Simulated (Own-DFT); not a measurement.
## Calculated data, AlGa3N4 (wurtzite random alloy, atoms displaced)

All values are calculated (Own-DFT development build). A calculation, not a measurement: plane-wave density functional theory by an unreviewed code, no spin, of a simulated periodic cell, stress positive in tension, run twice, with PBE and with PBEsol, both on files made for PBE, so the change isn't that of files made for PBEsol, forces on such cells passed a denser k mesh, this cell's mesh not checked; the far tail of each file's local potential was reset to the Coulomb form; each entry is a single point on an unrelaxed cell, so the pressure reflects the starting lattice, mostly measured values (interpolated for alloys), from which strain is counted, and rises with the displacements; printed positions are rounded, which can move forces by about a meV/angstrom; the program, named Own-DFT, is a retired in-house code; no spin-orbit coupling; stress was not checked against mesh or cutoff.

Settings shared by all entries: functional PBE, then PBEsol; potential files PseudoDojo norm-conserving, scalar-relativistic, standard set; wave cutoff 42 hartree; occupations Fermi-Dirac; smearing width 0.1 eV; k mesh 4 x 4 x 3 centred on Gamma.

(1) AlGa3N4 (wurtzite random alloy, atoms displaced)

```
CELL_PARAMETERS angstrom
9.50920 0.00000 0.00000
-4.75460 8.23530 0.00000
0.00000 0.00000 10.26850
ATOMIC_POSITIONS crystal
Al 0.12281 0.24071 0.01032
Ga 0.22807 0.10603 0.24527
N 0.11255 0.21456 0.18533
N 0.22943 0.11135 0.44448
Ga 0.12631 0.23671 0.50651
Ga 0.22135 0.12690 0.74283
N 0.11247 0.23488 0.70639
N 0.22834 0.10772 0.92972
Ga 0.11401 0.56042 0.97906
Ga 0.21053 0.42296 0.25278
N 0.10295 0.55069 0.20208
N 0.21129 0.43475 0.44657
Ga 0.11141 0.55844 0.48146
Ga 0.23845 0.46714 0.74722
N 0.12859 0.54245 0.67462
N 0.21473 0.43332 0.93894
Ga 0.11092 0.90195 0.99931
Ga 0.22106 0.77372 0.26102
N 0.11620 0.89660 0.17490
N 0.22358 0.77963 0.43788
Ga 0.12587 0.90071 0.49537
Ga 0.23227 0.77321 0.74453
N 0.11689 0.89551 0.69348
N 0.22144 0.77405 0.95451
Al 0.45300 0.23101 0.00347
Ga 0.54934 0.11016 0.24974
N 0.43628 0.22452 0.18674
N 0.56446 0.11908 0.42335
Ga 0.44874 0.22405 0.49698
Ga 0.56180 0.11094 0.75064
N 0.44740 0.23088 0.68613
N 0.56476 0.12918 0.92956
Ga 0.45865 0.57149 0.99957
Ga 0.55828 0.42793 0.24748
N 0.42832 0.55424 0.19132
N 0.55128 0.44582 0.43310
Ga 0.45840 0.56654 0.50114
Al 0.55841 0.45235 0.74529
N 0.44165 0.55248 0.68148
N 0.57265 0.44100 0.94480
Ga 0.45311 0.89082 0.99673
Ga 0.54653 0.76499 0.24202
N 0.44936 0.91048 0.18995
N 0.55651 0.78426 0.43166
Ga 0.45078 0.89601 0.49374
Al 0.54983 0.78190 0.73877
N 0.44065 0.88353 0.70059
N 0.53631 0.77395 0.93249
Ga 0.78211 0.22531 0.00596
Al 0.90081 0.10726 0.24912
N 0.78679 0.23269 0.19825
N 0.90826 0.12171 0.42880
Ga 0.77422 0.22156 0.48209
Ga 0.88337 0.09391 0.75171
N 0.79094 0.21878 0.69435
N 0.88370 0.10847 0.94526
Al 0.76196 0.52978 0.01170
Al 0.89179 0.44816 0.25152
N 0.77212 0.54950 0.19541
N 0.90686 0.43299 0.43960
Ga 0.78339 0.55183 0.49024
Ga 0.88786 0.44653 0.74715
N 0.78427 0.56277 0.68317
N 0.87825 0.43770 0.93010
Al 0.77416 0.88423 0.00263
Ga 0.88456 0.78462 0.25877
N 0.78963 0.89654 0.19870
N 0.89994 0.78565 0.43371
Al 0.78680 0.88894 0.50128
Ga 0.89824 0.78954 0.74283
N 0.76796 0.87087 0.70117
N 0.87662 0.77709 0.95536
```

- PBE pressure: 10.06 GPa
- PBE stress xx: -9.09 GPa
- PBE stress yy: -12.6 GPa
- PBE stress zz: -8.5 GPa
- PBE stress yz: 0.49 GPa
- PBE stress xz: -0.55 GPa
- PBE stress xy: -0.23 GPa
- PBEsol pressure: 5.17 GPa
- PBEsol stress xx: -4.26 GPa
- PBEsol stress yy: -7.54 GPa
- PBEsol stress zz: -3.71 GPa
- PBEsol stress yz: 0.48 GPa
- PBEsol stress xz: -0.54 GPa
- PBEsol stress xy: -0.23 GPa
- rms change of force components from PBE to PBEsol: 0.076 eV/Å

Force:
```tsv
force element	PBE force x (eV/Å)	PBE force y (eV/Å)	PBE force z (eV/Å)	PBEsol force x (eV/Å)	PBEsol force y (eV/Å)	PBEsol force z (eV/Å)
Al	0.002	-3.984	-2.294	0.007	-4.012	-2.294
Ga	-1.635	-0.456	1.1	-1.593	-0.435	1.064
N	-0.222	-0.461	0.322	-0.075	-0.362	0.466
N	-0.487	1.457	-1.589	-0.462	1.417	-1.551
Ga	-0.718	-3.199	1.639	-0.726	-3.107	1.58
Ga	1.854	-1.112	1.291	1.819	-1.104	1.282
N	-0.448	-0.727	-2.294	-0.401	-0.734	-2.271
N	-0.297	3.017	1.624	-0.326	2.829	1.524
Ga	-0.736	-2.208	2.409	-0.697	-2.138	2.342
Ga	-0.912	2.17	0.731	-0.878	2.137	0.72
N	0.884	0.299	-1.042	1.032	0.389	-1.03
N	2.376	3.526	-2.256	2.311	3.436	-2.22
Ga	2.469	0.401	2.544	2.426	0.358	2.509
Ga	1.439	-4.114	2.635	1.392	-4.046	2.547
N	-5.961	3.514	-0.536	-5.816	3.458	-0.5
N	1.018	2.916	-0.511	0.971	3.108	-0.623
Ga	0.041	-1.882	-1.777	0.053	-1.837	-1.719
Ga	-0.308	0.583	-4.244	-0.292	0.574	-4.138
N	-0.023	-1.542	4.15	-0.024	-1.478	4.065
N	0.614	0.943	1.555	0.596	0.916	1.487
Ga	-0.907	-1.57	1.816	-0.883	-1.535	1.768
Ga	-3.552	-1.145	1.509	-3.447	-1.092	1.463
N	0.861	-0.17	-1.237	0.814	-0.162	-1.223
N	-0.158	2.261	-2.44	-0.144	2.19	-2.406
Al	-0.884	-2.133	-1.715	-0.893	-2.145	-1.692
Ga	1.181	2.586	-2.162	1.154	2.509	-2.085
N	1.79	-0.757	-1.405	1.753	-0.738	-1.193
N	-1.563	-0.887	3.397	-1.522	-0.864	3.319
Ga	0.21	0.484	0.88	0.184	0.472	0.858
Ga	-0.369	1.321	-0.863	-0.356	1.288	-0.81
N	0.896	0.431	-0.046	0.864	0.275	-0.109
N	-0.458	-1.342	2.785	-0.309	-1.38	2.665
Ga	-0.557	-3.207	0.639	-0.592	-3.115	0.641
Ga	-2.161	2.503	0.804	-2.108	2.445	0.813
N	1.869	-1.216	-1.019	1.83	-1.161	-1.009
N	1.384	0.075	0.337	1.369	0.065	0.327
Ga	-1.638	-0.94	-1.588	-1.615	-0.94	-1.547
Al	1.211	-0.592	0.58	1.202	-0.579	0.596
N	2.635	2.064	1.589	2.43	1.974	1.457
N	-4.355	-0.187	-2.258	-4.454	-0.142	-2.256
Ga	-3.198	2.174	1.165	-3.139	2.086	1.136
Ga	-0.089	2.907	0.735	-0.095	2.828	0.758
N	0.796	-4.446	-1.102	0.781	-4.346	-1.079
N	1.59	0.252	1.346	1.45	0.178	1.286
Ga	-0.214	-0.067	0.685	-0.219	-0.087	0.637
Al	1.463	-1.676	1.681	1.454	-1.697	1.678
N	1.656	2.135	-2.926	1.423	2.189	-2.907
N	3.76	0.714	-1.441	3.585	0.645	-1.294
Ga	0.01	-0.458	-0.27	0.01	-0.453	-0.311
Al	-1.681	1.238	-0.105	-1.687	1.257	-0.111
N	0.232	-1.009	-0.43	0.129	-1.092	-0.522
N	-0.625	-2.216	1.619	-0.611	-2.052	1.715
Ga	2.855	-1.032	2.495	2.809	-0.976	2.423
Ga	0.196	2.123	1.197	0.175	2.11	1.189
N	-1.948	-0.227	-2.078	-1.925	-0.233	-2.014
N	1.373	-0.69	0.63	1.246	-0.586	0.545
Al	3.216	4.275	-0.284	3.245	4.292	-0.253
Al	0.049	-0.476	0.096	-0.001	-0.461	0.13
N	1.437	0.514	-0.283	1.261	0.542	-0.168
N	-4.9	1.16	-1.845	-4.784	1.132	-1.695
Ga	0.159	0.169	0.637	0.154	0.181	0.644
Ga	1.175	-0.575	-0.994	1.147	-0.589	-0.955
N	-0.824	-0.607	-0.222	-0.682	-0.539	-0.264
N	0.518	1.54	1.648	0.638	1.431	1.545
Al	-0.473	1.353	0.3	-0.542	1.343	0.309
Ga	2.258	-0.947	-3.059	2.189	-0.917	-2.973
N	-2.782	-0.786	-2.259	-2.695	-0.976	-2.155
N	-0.476	-0.614	2.827	-0.342	-0.674	2.681
Al	-0.743	1.08	-0.712	-0.744	1.082	-0.688
Ga	1.324	-2.14	2.565	1.288	-2.088	2.488
N	-1.686	1.275	-3.164	-1.463	1.343	-3.033
N	1.191	-1.659	-1.516	1.35	-1.608	-1.561
```

(2) AlGa3N4 (wurtzite random alloy, atoms displaced)

```
CELL_PARAMETERS angstrom
9.50920 0.00000 0.00000
-4.75460 8.23530 0.00000
0.00000 0.00000 10.26850
ATOMIC_POSITIONS crystal
Al 0.11338 0.21654 0.00093
Ga 0.21344 0.10582 0.23940
N 0.11961 0.22215 0.19847
N 0.22485 0.10842 0.43476
Al 0.10888 0.21334 0.49362
Ga 0.22024 0.09290 0.75458
N 0.10579 0.23008 0.68685
N 0.22465 0.10465 0.92699
Ga 0.10736 0.56174 0.99360
Al 0.21618 0.43655 0.26308
N 0.09652 0.54398 0.20074
N 0.20996 0.44369 0.43583
Ga 0.11737 0.53759 0.50168
Ga 0.21990 0.44746 0.74651
N 0.10982 0.54954 0.68586
N 0.22856 0.43176 0.94528
Ga 0.09974 0.88503 0.00167
Ga 0.22796 0.77545 0.24265
N 0.10934 0.89692 0.18367
N 0.22342 0.78126 0.44778
Al 0.11163 0.88179 0.49705
Al 0.25480 0.80421 0.73855
N 0.12095 0.89538 0.69322
N 0.22130 0.77428 0.93174
Ga 0.43233 0.20729 0.99793
Ga 0.54681 0.11548 0.26255
N 0.45262 0.21861 0.18064
N 0.56537 0.11261 0.43441
Ga 0.42962 0.22491 0.49933
Ga 0.55830 0.10915 0.75440
N 0.44180 0.22287 0.68139
N 0.55690 0.11721 0.93455
Ga 0.44335 0.55120 0.00519
Ga 0.54450 0.44575 0.24115
N 0.44392 0.55070 0.19936
N 0.56271 0.45044 0.44388
Ga 0.45747 0.56257 0.48150
Ga 0.56330 0.45344 0.76921
N 0.44961 0.55156 0.67879
N 0.56535 0.46038 0.92606
Ga 0.46970 0.88818 0.00242
Ga 0.56124 0.77629 0.26036
N 0.45774 0.90832 0.18937
N 0.55597 0.77850 0.44398
Ga 0.44128 0.88390 0.49775
Ga 0.55545 0.78848 0.76069
N 0.44605 0.88319 0.69036
N 0.54489 0.78291 0.93365
Ga 0.77365 0.22439 0.99956
Ga 0.88264 0.10765 0.25084
N 0.76324 0.21512 0.17731
N 0.88988 0.12140 0.44001
Al 0.75839 0.22019 0.49257
Al 0.88687 0.11610 0.74563
N 0.77644 0.21649 0.68435
N 0.87926 0.11145 0.93623
Ga 0.77615 0.54623 0.01697
Al 0.89806 0.43873 0.25473
N 0.77887 0.54428 0.19501
N 0.90060 0.44428 0.44477
Ga 0.77180 0.55169 0.49549
Ga 0.89443 0.44434 0.75343
N 0.77443 0.54151 0.67691
N 0.88689 0.43612 0.94031
Ga 0.77561 0.89204 0.99858
Ga 0.91135 0.77883 0.24802
N 0.77627 0.89566 0.19330
N 0.90045 0.77508 0.43898
Al 0.77558 0.86787 0.50335
Ga 0.89507 0.76155 0.76061
N 0.76677 0.88214 0.69342
N 0.90289 0.79009 0.93241
```

* PBE pressure: 11.24 GPa
* PBE stress xx: -11.97 GPa
* PBE stress yy: -8.06 GPa
* PBE stress zz: -13.69 GPa
* PBE stress yz: -1.52 GPa
* PBE stress xz: 0.44 GPa
* PBE stress xy: -0.43 GPa
* PBEsol pressure: 6.32 GPa
* PBEsol stress xx: -7.13 GPa
* PBEsol stress yy: -3.19 GPa
* PBEsol stress zz: -8.63 GPa
* PBEsol stress yz: -1.47 GPa
* PBEsol stress xz: 0.45 GPa
* PBEsol stress xy: -0.44 GPa
* rms change of force components from PBE to PBEsol: 0.083 eV/Å

Force:
```tsv
force element	PBE force x (eV/Å)	PBE force y (eV/Å)	PBE force z (eV/Å)	PBEsol force x (eV/Å)	PBEsol force y (eV/Å)	PBEsol force z (eV/Å)
Al	-0.883	0.006	-0.456	-0.881	-0.045	-0.432
Ga	2.624	1.202	2.091	2.55	1.165	2.053
N	-2.341	1.267	-2.363	-2.261	1.072	-2.253
N	-1.968	-1.338	-0.516	-1.784	-1.234	-0.584
Al	-1.01	0.663	1.37	-0.972	0.688	1.352
Ga	-1.039	4.732	-2.68	-0.992	4.607	-2.594
N	0.686	-2.136	-0.776	0.77	-1.984	-0.689
N	-1.912	0.519	4.203	-1.75	0.447	4.068
Ga	1.658	-1.207	0.811	1.604	-1.168	0.781
Al	-0.375	0.481	-2.524	-0.357	0.509	-2.554
N	3.339	1.767	-1.917	3.365	1.936	-1.984
N	6.286	-3.034	-1.245	6.108	-2.839	-1.043
Ga	-4.902	3.425	2.193	-4.797	3.332	2.152
Ga	2.26	-0.252	0.409	2.202	-0.266	0.379
N	-0.207	2.587	0.919	-0.186	2.416	0.871
N	-1.658	0.462	-0.204	-1.601	0.635	-0.264
Ga	3.578	0.817	-1.027	3.494	0.799	-1.014
Ga	-0.007	0.241	0.947	-0.008	0.236	0.928
N	2.749	-1.09	-0.463	2.667	-1.072	-0.459
N	0.163	-0.939	-1.561	0.354	-0.994	-1.577
Al	0.09	1.226	1.446	0.085	1.246	1.449
Al	-5.609	-4.598	2.399	-5.644	-4.613	2.412
N	0.358	-3.989	-2.711	0.234	-3.813	-2.558
N	0.412	1.453	0.008	0.379	1.379	0.131
Ga	1.07	1.175	-0.489	1.068	1.114	-0.476
Ga	1.814	0.297	-2.503	1.783	0.264	-2.475
N	-2.943	1.14	0.475	-2.884	1.109	0.464
N	-3.373	-1.438	1.843	-3.529	-1.558	1.662
Ga	2.382	0.594	0.735	2.323	0.576	0.729
Ga	-0.492	1.216	-2.083	-0.466	1.196	-2.023
N	0.568	-0.378	1.934	0.549	-0.395	1.892
N	-0.009	-1.117	0.763	0.002	-1.089	0.736
Ga	-0.31	0.524	-0.507	-0.31	0.502	-0.519
Ga	4.141	-2.175	1.974	4.053	-2.105	1.927
N	-3.479	1.587	-1.201	-3.263	1.6	-1.217
N	-1.02	-1.934	-2.966	-1.015	-1.879	-2.897
Ga	-2.021	-1.789	3.447	-1.965	-1.728	3.396
Ga	-0.562	-0.958	-11.03	-0.553	-0.926	-10.8
N	-0.903	0.875	0.951	-0.888	0.855	0.955
N	0.346	-0.565	10.43	0.333	-0.546	10.21
Ga	-7.305	3.837	2.575	-7.137	3.76	2.52
Ga	-0.859	1.057	-1.23	-0.829	1.042	-1.194
N	-0.023	-3.215	0.058	-0.028	-3.151	0.054
N	1.182	1.185	-0.563	1.025	1.062	-0.625
Ga	0.338	1.233	0.606	0.336	1.186	0.585
Ga	1.717	-2.729	-3.621	1.685	-2.647	-3.539
N	1.952	2.742	-2.025	2.206	2.821	-2.067
N	5.867	-4.01	1.143	5.741	-3.892	1.11
Ga	0.347	-0.888	-0.413	0.333	-0.884	-0.4
Ga	-0.493	1.587	0.567	-0.484	1.514	0.557
N	1.282	1.422	3.174	1.254	1.29	3.06
N	0.136	-1.757	0.298	0.103	-1.749	0.155
Al	4.84	1.955	2.403	4.843	1.979	2.418
Al	0.85	-0.949	-0.35	0.846	-0.968	-0.312
N	-0.55	0.269	-0.33	-0.688	0.339	-0.239
N	2.121	0.34	-0.226	1.961	0.269	-0.113
Ga	0.078	0.507	-2.708	0.076	0.481	-2.647
Al	-3.056	-2.022	1.076	-3.089	-2.037	1.074
N	0.014	0.863	1.197	-0.1	0.913	1.083
N	-2.242	-1.214	-1.744	-2.172	-1.058	-1.622
Ga	3.002	0.104	0.239	2.936	0.104	0.254
Ga	-0.51	-0.719	-1.521	-0.502	-0.709	-1.497
N	0.163	1.186	2.668	0.163	1.176	2.635
N	-0.665	1.804	-0.212	-0.645	1.765	-0.213
Ga	0.48	-0.092	-0.012	0.454	-0.065	-0.015
Ga	-3.954	-1.795	1.259	-3.858	-1.749	1.234
N	1.552	-2.26	-1.149	1.499	-2.189	-1.129
N	-1.317	0.628	-0.13	-1.315	0.446	-0.246
Al	-0.531	2.471	0.839	-0.531	2.443	0.811
Ga	-1.051	0.334	-3.83	-1.031	0.344	-3.711
N	2.2	1.039	-0.924	2.112	0.906	-0.806
N	-3.07	-2.234	2.76	-2.98	-2.175	2.689
```
